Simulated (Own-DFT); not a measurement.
# One host, several defects: zincblende GaAs

The numbers are computed, not measured, by runs of the plane-wave DFT program Own-DFT (in-house, retired, unreviewed) at fixed positions, with no spin and no spin-orbit coupling.

All runs used: PBE; PseudoDojo norm-conserving scalar-relativistic files; cutoff 42 hartree; 3 x 3 x 3 k mesh centred on Gamma; Fermi-Dirac smearing of 0.1 eV.

Known weak points (not all hold for every row): not probed for a lower state with spin; forces on such cells failed a check on a denser k mesh; forces not confirmed at this smearing and k mesh; forces on such cells passed a denser k mesh, each cell not checked; stress not checked against mesh or cutoff.

All runs share one cell, with vectors in Å (11.307, 0.000, 0.000); (0.000, 11.307, 0.000); (0.000, 0.000, 11.307) and a volume of 1445.4 Å³. Atoms were moved at random from their sites; u is the rms move along one axis. The defect's site can differ from row to row.

```
cell,formula,u (Å),P (GPa)
no defect,As32Ga32,0.0198,3.51
no defect,As32Ga32,0.0496,3.88
no defect,As32Ga32,0.0520,3.98
one P on an As site,As31Ga32P,0.0274,3.32
one P on an As site,As31Ga32P,0.0300,3.34
one P on an As site,As31Ga32P,0.0318,3.37
one As on a Ga site and one Ga on an As site,As32Ga32,0.0284,3.88
one As on a Ga site and one Ga on an As site,As32Ga32,0.0290,3.89
one As on a Ga site and one Ga on an As site,As32Ga32,0.0538,4.35
two As on a Ga site each,As34Ga30,0.0262,4.72
two As on a Ga site each,As34Ga30,0.0293,4.77
two As on a Ga site each,As34Ga30,0.0304,?
two As on a Ga site each,As34Ga30,0.0315,4.79
one In on a Ga site,As32Ga31In,0.0290,4.24
one In on a Ga site,As32Ga31In,0.0493,4.63
one In on a Ga site,As32Ga31In,0.0499,4.62
```

## Fit

P = P0 + c u² + a shift for each defect gives P0 = 3.39 GPa, c = 215 ± 8 GPa/Å² and a scatter of 0.02 GPa. The shifts, and each times the cell's volume:

- two As on a Ga site each: 1.19 ± 0.02 GPa, 10.7 eV (5.4 eV for each of its 2 sites)
- one In on a Ga site: 0.69 ± 0.02 GPa, 6.2 eV
- one As on a Ga site and one Ga on an As site: 0.32 ± 0.02 GPa, 2.9 eV
- one P on an As site: -0.24 ± 0.02 GPa, -2.2 eV

A positive shift means that the defect pushes the cell outwards. Shift times volume (160.2 GPa Å³ is 1 eV) depends little on the cell's size, so, taken for each site, it can be compared between cells at like pressure. The atoms around the defects weren't relaxed, which would change these numbers.

## Prediction

Q: what pressure belongs in the blank (two As on a Ga site each, u = 0.0304 Å)?

Estimate: 4.78 ± 0.03 GPa. DFT gave 4.77 GPa.
